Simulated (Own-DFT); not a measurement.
# Computed records: Hf₃₆O₇₁ (tetragonal hafnia with one neutral oxygen vacancy, atoms displaced)

All values are calculated (Own-DFT development build). A calculation, not a measurement: plane-wave PBE and HSE06 DFT by an unreviewed code, no spin, of a simulated cell at Gamma alone, so results move with cell size and shape, stress positive in tension, energies less offsets, not probed for a lower state with spin; hafnium file: forces about 75 meV/angstrom off all-electron values; oxygen file: force components 24 meV/angstrom off all-electron in a glass; k mesh not checked against a denser one; forces and stress are PBE's, HSE06 gives the energy alone, and its difference from PBE has offsets of its own; offsets are fitted by least squares, one for each functional and potential file, so energies compare only between cells with the same atoms and settings and are not formation energies; the far tail of each file's local potential was reset to the Coulomb form; each entry is a single point on an unrelaxed cell, so the pressure reflects the starting lattice, taken from the Materials Project, from which strain is counted, and rises with the displacements; printed positions are rounded, which can move forces by about a meV/angstrom; the program is a retired in-house code; no spin-orbit coupling.

```cif
# cell vector a (Å): 10.7800 0.0000 0.0000
# cell vector b (Å): 0.0000 10.7800 0.0000
# cell vector c (Å): 0.0000 0.0000 10.4493
data_Hf36O71
_symmetry_space_group_name_H-M 'P 1'
_symmetry_Int_Tables_number 1
_cell_length_a 10.7800
_cell_length_b 10.7800
_cell_length_c 10.4493
_cell_angle_alpha 90.000
_cell_angle_beta 90.000
_cell_angle_gamma 90.000
_cell_volume 1214.30
loop_
_atom_site_label
_atom_site_type_symbol
_atom_site_fract_x
_atom_site_fract_y
_atom_site_fract_z
_atom_site_occupancy
Hf1 Hf 0.00008 0.00956 0.99593 1
Hf2 Hf 0.15729 0.16199 0.24633 1
O1 O 0.00056 0.16769 0.15123 1
O2 O 0.17974 0.99532 0.35175 1
O3 O 0.01737 0.17762 0.40875 1
O4 O 0.15726 0.99763 0.10159 1
Hf3 Hf 0.99655 0.99520 0.49251 1
Hf4 Hf 0.16703 0.16442 0.74450 1
O5 O 0.00201 0.17149 0.65733 1
O6 O 0.16661 0.00508 0.84120 1
O7 O 0.00553 0.17203 0.90435 1
O8 O 0.16785 0.98275 0.59342 1
Hf5 Hf 0.99936 0.33873 0.99841 1
Hf6 Hf 0.16611 0.50194 0.25346 1
O9 O 0.00031 0.50682 0.14959 1
O10 O 0.16166 0.33713 0.34339 1
O11 O 0.98933 0.50810 0.39895 1
O12 O 0.15493 0.33024 0.10195 1
Hf7 Hf 0.99103 0.33697 0.49766 1
Hf8 Hf 0.16231 0.49377 0.75165 1
O13 O 0.99304 0.49504 0.64955 1
O14 O 0.16668 0.32981 0.84453 1
O15 O 0.99579 0.50629 0.89827 1
O16 O 0.16652 0.33209 0.59197 1
Hf9 Hf 0.99800 0.66505 0.02135 1
Hf10 Hf 0.16878 0.84045 0.24877 1
O17 O 0.00017 0.83975 0.15601 1
O18 O 0.16982 0.67508 0.35233 1
O19 O 0.99763 0.83597 0.40071 1
O20 O 0.17755 0.66384 0.10151 1
Hf11 Hf 0.99649 0.67714 0.50558 1
Hf12 Hf 0.16234 0.82742 0.75156 1
O21 O 0.99410 0.83844 0.65352 1
O22 O 0.17893 0.65862 0.84772 1
O23 O 0.98912 0.82511 0.89588 1
O24 O 0.16377 0.65961 0.59602 1
Hf13 Hf 0.34023 0.99967 0.00568 1
Hf14 Hf 0.49318 0.18236 0.24366 1
O25 O 0.33397 0.16039 0.15804 1
O26 O 0.48773 0.99688 0.34247 1
O27 O 0.32636 0.16649 0.41304 1
O28 O 0.51309 0.99326 0.08343 1
Hf15 Hf 0.33221 0.00111 0.48610 1
Hf16 Hf 0.50389 0.16292 0.76078 1
O29 O 0.33299 0.17376 0.64211 1
O30 O 0.49618 0.00320 0.83576 1
O31 O 0.32926 0.16072 0.89750 1
O32 O 0.50897 0.00732 0.60728 1
Hf17 Hf 0.32449 0.32817 0.99446 1
Hf18 Hf 0.50707 0.50512 0.25423 1
O33 O 0.32583 0.50335 0.15801 1
O34 O 0.33044 0.50065 0.39274 1
O35 O 0.50142 0.34133 0.09939 1
Hf19 Hf 0.33948 0.32781 0.49114 1
Hf20 Hf 0.51163 0.50584 0.74345 1
O36 O 0.33476 0.50302 0.64461 1
O37 O 0.50652 0.32055 0.84745 1
O38 O 0.33975 0.51722 0.89281 1
O39 O 0.48917 0.34152 0.59472 1
Hf21 Hf 0.33859 0.65582 0.00420 1
Hf22 Hf 0.49635 0.83468 0.25300 1
O40 O 0.33196 0.84240 0.14803 1
O41 O 0.49133 0.66644 0.34486 1
O42 O 0.34894 0.84476 0.40098 1
O43 O 0.49433 0.66884 0.09944 1
Hf23 Hf 0.32569 0.66647 0.49968 1
Hf24 Hf 0.50093 0.83784 0.74719 1
O44 O 0.33490 0.83866 0.64891 1
O45 O 0.51344 0.66639 0.83653 1
O46 O 0.33187 0.81305 0.91143 1
O47 O 0.50004 0.67475 0.58014 1
Hf25 Hf 0.67126 0.00802 0.99583 1
Hf26 Hf 0.84087 0.16513 0.25301 1
O48 O 0.67741 0.15249 0.15682 1
O49 O 0.84488 0.99758 0.34119 1
O50 O 0.67189 0.17053 0.40115 1
O51 O 0.84482 0.00285 0.09849 1
Hf27 Hf 0.67053 0.00119 0.48022 1
Hf28 Hf 0.82277 0.17247 0.75154 1
O52 O 0.66217 0.15686 0.66092 1
O53 O 0.82170 0.00608 0.85340 1
O54 O 0.66919 0.15964 0.91507 1
O55 O 0.83161 0.00031 0.60782 1
Hf29 Hf 0.65710 0.33117 0.98237 1
Hf30 Hf 0.83915 0.50798 0.24789 1
O56 O 0.66713 0.49467 0.13826 1
O57 O 0.83470 0.32703 0.34967 1
O58 O 0.66849 0.51191 0.40282 1
O59 O 0.83120 0.33127 0.08745 1
Hf31 Hf 0.65903 0.34081 0.49569 1
Hf32 Hf 0.83726 0.50314 0.75874 1
O60 O 0.65911 0.50484 0.64948 1
O61 O 0.82611 0.33564 0.84255 1
O62 O 0.66672 0.50368 0.90120 1
O63 O 0.83394 0.33687 0.58506 1
Hf33 Hf 0.67365 0.68142 0.00473 1
Hf34 Hf 0.81814 0.82998 0.26311 1
O64 O 0.67043 0.84531 0.14129 1
O65 O 0.84399 0.67811 0.35571 1
O66 O 0.67527 0.83606 0.40287 1
O67 O 0.83513 0.65835 0.10463 1
Hf35 Hf 0.66934 0.66516 0.50735 1
Hf36 Hf 0.82957 0.82351 0.75871 1
O68 O 0.67332 0.83776 0.65728 1
O69 O 0.83784 0.67372 0.85595 1
O70 O 0.66051 0.82779 0.89025 1
O71 O 0.82191 0.66976 0.59593 1
_calc_first_functional 'PBE'
_calc_second_functional 'HSE06'
_calc_exact_exchange_share 0.25
_calc_screening 0.11  # 1/bohr
_calc_exchange_divergence 'Gygi-Baldereschi'
_calc_potential_files 'PseudoDojo norm-conserving, scalar-relativistic, made for PBE, standard set'
_calc_wave_cutoff 48  # hartree
_calc_occupations 'fixed'
_calc_k_mesh '1 x 1 x 1 centred on Gamma'
_calc_PBE_energy_of_cell_above_offsets '-89.914'  # eV
_calc_HSE06_less_PBE_above_offsets '0.490'  # eV
_calc_PBE_pressure 4.29  # GPa
_calc_PBE_stress_xx -2.38  # GPa
_calc_PBE_stress_yy -6.45  # GPa
_calc_PBE_stress_zz -4.02  # GPa
_calc_PBE_stress_yz 0.19  # GPa
_calc_PBE_stress_xz -0.1  # GPa
_calc_PBE_stress_xy 0.02  # GPa
```

Force:
```csv
element,x (eV/Å),y (eV/Å),z (eV/Å)
Hf,-0.691,-1.97,-0.427
Hf,0.526,1.13,1.667
O,-0.274,0.023,0.061
O,-1.181,1.258,-0.803
O,-0.669,-3.291,-1.398
O,1.807,0.875,-0.219
Hf,0.512,1.304,3.281
Hf,0.441,0.136,-1.686
O,-1.423,-0.077,-0.062
O,-0.073,-2.045,0.842
O,-0.522,0.617,0.056
O,-0.975,0.888,-0.558
Hf,-1.221,-0.738,-0.13
Hf,0.877,0.494,0.934
O,-0.027,-0.399,-0.032
O,0.336,-0.381,-0.716
O,0.15,-0.031,0.082
O,2.236,0.031,-0.989
Hf,2.839,0.928,0.192
Hf,1.552,1.369,-1.911
O,0.211,0.615,0.679
O,0.764,0.849,1.397
O,-0.074,-0.719,0.335
O,-0.247,0.703,0.014
Hf,2.562,1.995,-2.24
Hf,-0.535,-1.381,-0.93
O,-0.355,-1.732,0.135
O,-0.082,-0.129,-0.046
O,0.466,-0.226,0.192
O,-2.418,0.398,0.275
Hf,0.347,-0.8,-0.451
Hf,0.947,0.543,0.113
O,0.268,-1.249,-0.668
O,-1.768,0.452,-0.785
O,1.456,1.158,1.414
O,-0.929,0.675,0.594
Hf,-0.829,-2.412,-0.879
Hf,2.824,-0.873,0.893
O,-0.592,0.227,-1.3
O,1.825,2.651,-0.478
O,0.882,0.76,-3.568
O,-3.228,0.484,0.869
Hf,0.653,-0.281,4.666
Hf,-2.147,-1.09,-4.745
O,0.336,-0.469,1.798
O,-0.419,-1.661,3.165
O,0.379,1.297,1.491
O,-0.274,-0.823,-2.851
Hf,-0.017,1.387,0.036
Hf,-1.102,-0.189,-1.432
O,1.747,-1.234,-0.964
O,0.565,-0.323,0.688
O,-1.39,-1.65,0.112
Hf,-3.122,2.196,1.844
Hf,-4.513,0.093,1.577
O,-0.139,0.59,0.75
O,-0.18,3.154,1.121
O,0.301,-5.604,-0.056
O,3.386,-0.196,-0.53
Hf,-1.372,1.276,0.123
Hf,-1.159,-0.668,-1.327
O,0.676,0.743,1.153
O,0.778,0.691,-0.482
O,-0.593,-3.684,-0.881
O,2.915,0.156,0.566
Hf,0.752,-0.294,-0.106
Hf,0.025,-0.607,-1.293
O,-0.508,-0.926,0.722
O,-0.067,0.148,0.062
O,0.45,4.021,-1.098
O,-0.029,-0.215,1.377
Hf,2.952,-4.153,1.968
Hf,-1.263,0.654,-1.561
O,-2.087,0.636,0.365
O,-0.505,0.934,1.569
O,-0.852,0.299,0.13
O,-1.116,0.128,-0.349
Hf,-0.953,1.262,5.133
Hf,2.162,-2.663,-1.413
O,0.8,2.044,-0.374
O,0.87,-0.469,-0.599
O,-0.609,3.635,-2.959
O,0.283,0.69,-2.748
Hf,1.483,2.632,2.818
Hf,-0.916,-1.416,0.525
O,0.191,0.736,2.293
O,0.008,1.682,-1.03
O,-0.218,-1.86,-1.295
O,0.482,0.162,0.197
Hf,0.604,-0.703,0.461
Hf,-0.377,0.499,-0.548
O,3.469,-0.459,-1.396
O,-0.137,0.247,0.09
O,0.199,-0.135,-0.642
O,-3.023,-0.237,1.797
Hf,-2.226,-1.509,-1.031
Hf,2.533,1.549,-3.024
O,0.003,-1.887,1.208
O,-0.942,-2.299,-0.322
O,-0.68,-1.079,-1.27
O,-1.196,0.642,1.062
Hf,-2.185,1.636,-0.508
Hf,0.312,3.886,-1.167
O,-1.474,-0.702,-1.118
O,-1.006,-3.298,0.847
O,0.562,1.401,1.512
O,3.205,-0.441,2.147
```
